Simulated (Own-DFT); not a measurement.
## Calculated data, TiSi2 (C49 TiSi2 crystal, strained, atoms displaced)

Computed with Own-DFT development build. A calculation, not a measurement: plane-wave density functional theory by an unreviewed code, no spin, of a simulated periodic cell, stress positive in tension, run twice, with PBE and with PBEsol, both on files made for PBE, so the change isn't that of files made for PBEsol, forces on such cells moved up to 12 meV/angstrom on a denser k mesh; the far tail of each file's local potential was reset to the Coulomb form; each entry is a single point on an unrelaxed cell, so the pressure reflects the starting lattice, taken from the Materials Project, from which strain is counted, and rises with the displacements; printed positions are rounded, which can move forces by about a meV/angstrom; the program, named Own-DFT, is a retired in-house code; no spin-orbit coupling; stress was not checked against mesh or cutoff.

### TiSi2 (C49 TiSi2 crystal, strained, atoms displaced)

```cif
# cell vector a (Å): 5.3082 -6.7595 3.6016
# cell vector b (Å): 6.8836 -0.1641 -7.2262
# cell vector c (Å): 5.1150 6.6714 3.7214
data_TiSi2
_symmetry_space_group_name_H-M 'P 1'
_symmetry_Int_Tables_number 1
_cell_length_a 9.3188
_cell_length_b 9.9814
_cell_length_c 9.1935
_cell_angle_alpha 85.485
_cell_angle_beta 93.038
_cell_angle_gamma 82.822
_cell_volume 844.08
loop_
_atom_site_label
_atom_site_type_symbol
_atom_site_fract_x
_atom_site_fract_y
_atom_site_fract_z
_atom_site_occupancy
Ti1 Ti 0.94285 0.93203 0.14331 1
Ti2 Ti 0.85348 0.88524 0.64199 1
Si1 Si 0.60343 0.92712 0.49555 1
Si2 Si 0.19496 0.87469 0.31014 1
Si3 Si 0.90143 0.02488 0.40528 1
Si4 Si 0.90234 0.77744 0.40455 1
Ti3 Ti 0.94360 0.41927 0.16332 1
Ti4 Ti 0.85272 0.37293 0.65212 1
Si5 Si 0.60628 0.41746 0.49330 1
Si6 Si 0.19043 0.37525 0.30134 1
Si7 Si 0.90003 0.53214 0.40738 1
Si8 Si 0.90294 0.27821 0.39578 1
Ti5 Ti 0.74670 0.72709 0.95287 1
Ti6 Ti 0.64826 0.67104 0.43930 1
Si9 Si 0.39976 0.73512 0.29261 1
Si10 Si 0.98488 0.67780 0.10200 1
Si11 Si 0.70032 0.82929 0.19904 1
Si12 Si 0.69291 0.57623 0.19223 1
Ti7 Ti 0.54305 0.03348 0.75313 1
Ti8 Ti 0.44837 0.97273 0.24106 1
Si13 Si 0.21425 0.02541 0.09263 1
Si14 Si 0.78195 0.96835 0.90236 1
Si15 Si 0.49856 0.13672 0.00555 1
Si16 Si 0.49930 0.86519 0.00099 1
Ti9 Ti 0.74001 0.21268 0.94880 1
Ti10 Ti 0.65212 0.17736 0.44957 1
Si17 Si 0.40964 0.22260 0.28610 1
Si18 Si 0.98579 0.18049 0.10864 1
Si19 Si 0.70687 0.32081 0.20459 1
Si20 Si 0.69813 0.06902 0.19859 1
Ti11 Ti 0.55129 0.51253 0.75052 1
Ti12 Ti 0.44900 0.48196 0.24569 1
Si21 Si 0.20826 0.52548 0.09086 1
Si22 Si 0.78973 0.48009 0.91055 1
Si23 Si 0.49825 0.62848 0.99557 1
Si24 Si 0.50351 0.36287 0.99531 1
Ti13 Ti 0.35827 0.82337 0.55523 1
Ti14 Ti 0.25472 0.77431 0.04095 1
Si25 Si 0.00752 0.81874 0.90676 1
Si26 Si 0.59495 0.76978 0.71992 1
Si27 Si 0.29407 0.93172 0.80203 1
Si28 Si 0.29857 0.67307 0.80661 1
Ti15 Ti 0.35558 0.33500 0.54986 1
Ti16 Ti 0.25128 0.27944 0.04942 1
Si29 Si 0.00192 0.32621 0.88476 1
Si30 Si 0.58746 0.27475 0.71325 1
Si31 Si 0.29685 0.42376 0.79762 1
Si32 Si 0.30274 0.17692 0.80120 1
Ti17 Ti 0.14231 0.62591 0.35065 1
Ti18 Ti 0.05394 0.57249 0.84258 1
Si33 Si 0.81601 0.62341 0.69367 1
Si34 Si 0.38561 0.56854 0.51189 1
Si35 Si 0.10075 0.71980 0.59511 1
Si36 Si 0.10186 0.46860 0.60304 1
Ti19 Ti 0.14558 0.13076 0.35005 1
Ti20 Ti 0.05508 0.07462 0.84424 1
Si37 Si 0.81345 0.13114 0.68324 1
Si38 Si 0.39548 0.07635 0.50987 1
Si39 Si 0.09297 0.22325 0.60185 1
Si40 Si 0.10796 0.97834 0.59443 1
```

| Item | Value |
| --- | --- |
| functional | PBE, then PBEsol |
| potential files | PseudoDojo norm-conserving, scalar-relativistic, standard set |
| wave cutoff | 42 hartree |
| occupations | cold (Marzari-Vanderbilt) |
| smearing width | 0.2 eV |
| k mesh | 4 x 4 x 4 centred on Gamma |
| PBE pressure | 3.88 GPa |
| PBE stress xx | -7.38 GPa |
| PBE stress yy | -3.9 GPa |
| PBE stress zz | -0.36 GPa |
| PBE stress yz | 1.97 GPa |
| PBE stress xz | 1.94 GPa |
| PBE stress xy | -3.47 GPa |
| PBEsol pressure | 0.52 GPa |
| PBEsol stress xx | -3.91 GPa |
| PBEsol stress yy | -0.29 GPa |
| PBEsol stress zz | 2.65 GPa |
| PBEsol stress yz | 1.97 GPa |
| PBEsol stress xz | 1.96 GPa |
| PBEsol stress xy | -3.47 GPa |
| rms change of force components from PBE to PBEsol | 0.018 eV/Å |

Force:
```csv
force element,PBE force x (eV/Å),PBE force y (eV/Å),PBE force z (eV/Å),PBEsol force x (eV/Å),PBEsol force y (eV/Å),PBEsol force z (eV/Å)
Ti,0.469,0.479,0.942,0.446,0.461,0.936
Ti,-0.395,0.333,1.142,-0.391,0.338,1.126
Si,-0.12,-0.476,0.76,-0.118,-0.514,0.772
Si,-0.212,0.847,-1.208,-0.209,0.894,-1.223
Si,-0.122,-0.309,-0.576,-0.123,-0.301,-0.583
Si,-0.545,-0.29,-0.47,-0.542,-0.283,-0.472
Ti,0.273,-1.121,-1.328,0.27,-1.123,-1.305
Ti,-0.26,-0.396,-0.792,-0.25,-0.38,-0.78
Si,0.656,-0.416,-0.872,0.648,-0.443,-0.861
Si,0.7,0.268,0.327,0.686,0.309,0.324
Si,-0.81,0.026,0.116,-0.828,0.02,0.109
Si,0.132,0.616,0.266,0.141,0.602,0.263
Ti,-0.314,-0.06,0.377,-0.311,-0.073,0.374
Ti,1.105,0.563,0.032,1.098,0.573,0.026
Si,-0.578,-0.697,1.886,-0.567,-0.75,1.906
Si,0.338,0.883,1.651,0.327,0.941,1.657
Si,-0.351,0.244,0.549,-0.365,0.238,0.557
Si,0.358,-0.029,0.518,0.375,-0.022,0.525
Ti,-0.65,-0.111,0.913,-0.645,-0.132,0.904
Ti,1.254,0.131,0.151,1.244,0.15,0.154
Si,-0.496,0.319,-0.836,-0.487,0.281,-0.833
Si,0.759,-0.459,-0.374,0.746,-0.422,-0.387
Si,-1.768,0.161,1.352,-1.796,0.155,1.375
Si,0.68,-0.317,-1.026,0.699,-0.305,-1.041
Ti,1.785,-0.268,-0.205,1.761,-0.265,-0.215
Ti,-0.811,-0.548,0.282,-0.8,-0.523,0.285
Si,0.604,0.241,-0.058,0.598,0.205,-0.055
Si,-0.514,-0.507,0.523,-0.507,-0.468,0.525
Si,-0.498,0.46,-0.653,-0.502,0.451,-0.654
Si,0.571,0.028,-0.33,0.581,0.024,-0.334
Ti,1.241,0.662,-1.205,1.22,0.643,-1.197
Ti,-0.409,-0.415,0.479,-0.404,-0.388,0.477
Si,0.001,0.001,-0.398,0.007,-0.045,-0.395
Si,-0.463,0.125,0.735,-0.462,0.167,0.72
Si,-0.541,0.085,0.838,-0.558,0.086,0.851
Si,1.549,0.358,-1.42,1.57,0.349,-1.44
Ti,-0.414,0.764,-0.179,-0.415,0.732,-0.192
Ti,0.527,1,0.121,0.53,0.999,0.123
Si,-0.486,-1.424,-2.04,-0.472,-1.474,-2.047
Si,-0.571,-0.454,-0.883,-0.566,-0.411,-0.887
Si,-0.142,-0.512,0.608,-0.145,-0.503,0.614
Si,-0.515,-1.008,-0.372,-0.509,-0.986,-0.382
Ti,-2.161,0.981,0.974,-2.13,0.955,0.975
Ti,-0.9,-0.358,-0.065,-0.884,-0.348,-0.058
Si,0.717,0.304,0.948,0.708,0.25,0.948
Si,-0.392,-0.467,0.374,-0.391,-0.426,0.372
Si,0.54,0.041,0.137,0.544,0.037,0.134
Si,-0.213,0.031,-0.213,-0.21,0.033,-0.205
Ti,0.073,-0.301,0.163,0.073,-0.309,0.171
Ti,0.588,0.57,0.169,0.585,0.579,0.168
Si,-0.336,0.004,-0.977,-0.328,-0.041,-0.958
Si,0.979,-0.555,-1.122,0.965,-0.528,-1.118
Si,0.876,0.371,-0.045,0.874,0.365,-0.04
Si,-0.155,-0.44,-0.494,-0.148,-0.431,-0.495
Ti,-0.158,-0.121,0.655,-0.163,-0.135,0.643
Ti,0.041,0.575,-0.121,0.043,0.573,-0.13
Si,-0.22,0.557,0.654,-0.215,0.528,0.655
Si,-0.248,0.292,-0.912,-0.242,0.338,-0.919
Si,0.369,-0.444,0.075,0.362,-0.432,0.074
Si,-0.416,0.181,0.461,-0.418,0.183,0.465
```
